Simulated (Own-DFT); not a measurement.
# How strain changes the stress of diamond-structure SiGeSn with randomly placed atoms, 64 atoms (Ge40Si16Sn8)

These are calculations, not measurements. The program, named Own-DFT, is a retired in-house plane-wave density functional code that no person has reviewed. Each row is one single-point run on a periodic cell that was not relaxed, without spin or spin-orbit coupling.

Settings of every run: PBE; PseudoDojo norm-conserving scalar-relativistic files; cutoff 49 hartree; 3 x 3 x 3 k mesh centred on Gamma; Fermi-Dirac smearing of 0.1 eV.

Known limits: forces on such cells moved up to 12 meV/angstrom on a denser k mesh; stress not checked against mesh or cutoff.

Unstrained cell vectors in Å: (11.410, 0.000, 0.000); (0.000, 11.410, 0.000); (0.000, 0.000, 11.410). The unstrained cell has measured lattice constants (interpolated for alloys), not those of this functional. That, the random moves and any unrelaxed bonds set the pressure at no strain. Each run strains this cell uniformly, with the atoms carried along. Every atom was also moved at random, by a Gaussian of width 0.05 Å on each axis. The random placing of the alloy's atoms differs from row to row. Strain is the symmetric tensor, in per cent. Stress is positive in tension, and the pressure is minus a third of its trace.

```
run,e_xx (%),e_yy (%),e_zz (%),s_xx (GPa),s_yy (GPa),s_zz (GPa),P (GPa),E (meV/atom)
1,-0.25,-0.25,0.00,-5.24,-5.22,-4.98,5.15,30.2
2,2.00,2.00,0.00,-1.20,-1.28,-2.57,1.68,0.0
3,2.50,2.50,0.00,-1.04,-0.94,-2.41,1.47,30.3
4,-1.25,-1.25,0.00,-7.07,-7.09,-6.48,6.88,52.8
5,-2.50,-2.50,0.00,-9.78,-10.01,-8.24,9.35,85.4
6,-2.25,-2.25,0.00,-9.19,-9.41,-7.91,8.84,78.6
7,1.50,1.50,0.00,-2.24,-2.25,-3.14,2.54,15.5
8,-3.00,-3.00,0.00,-11.31,-11.44,-9.08,10.61,117.3
9,-2.00,-2.00,0.00,?,?,?,?,?
```

E is the free energy for each atom above the lowest run shown.

## Worked fit

The change of volume is close to e_xx + e_yy + e_zz. A straight line through the runs shown gives P = 5.17 - 84 x (fractional change of volume) GPa, with an error of 3 on the slope and a scatter of 0.38 GPa. The strain isn't the same on all axes, but the crystal is cubic, so the slope still estimates the bulk modulus, averaged over pressures from 1.5 to 10.6 GPa.

## Withheld run

Question: what pressure should run 9 give? Its volume changes by -3.96 %.

The line gives 8.5 GPa. The calculation gave 8.32 GPa.
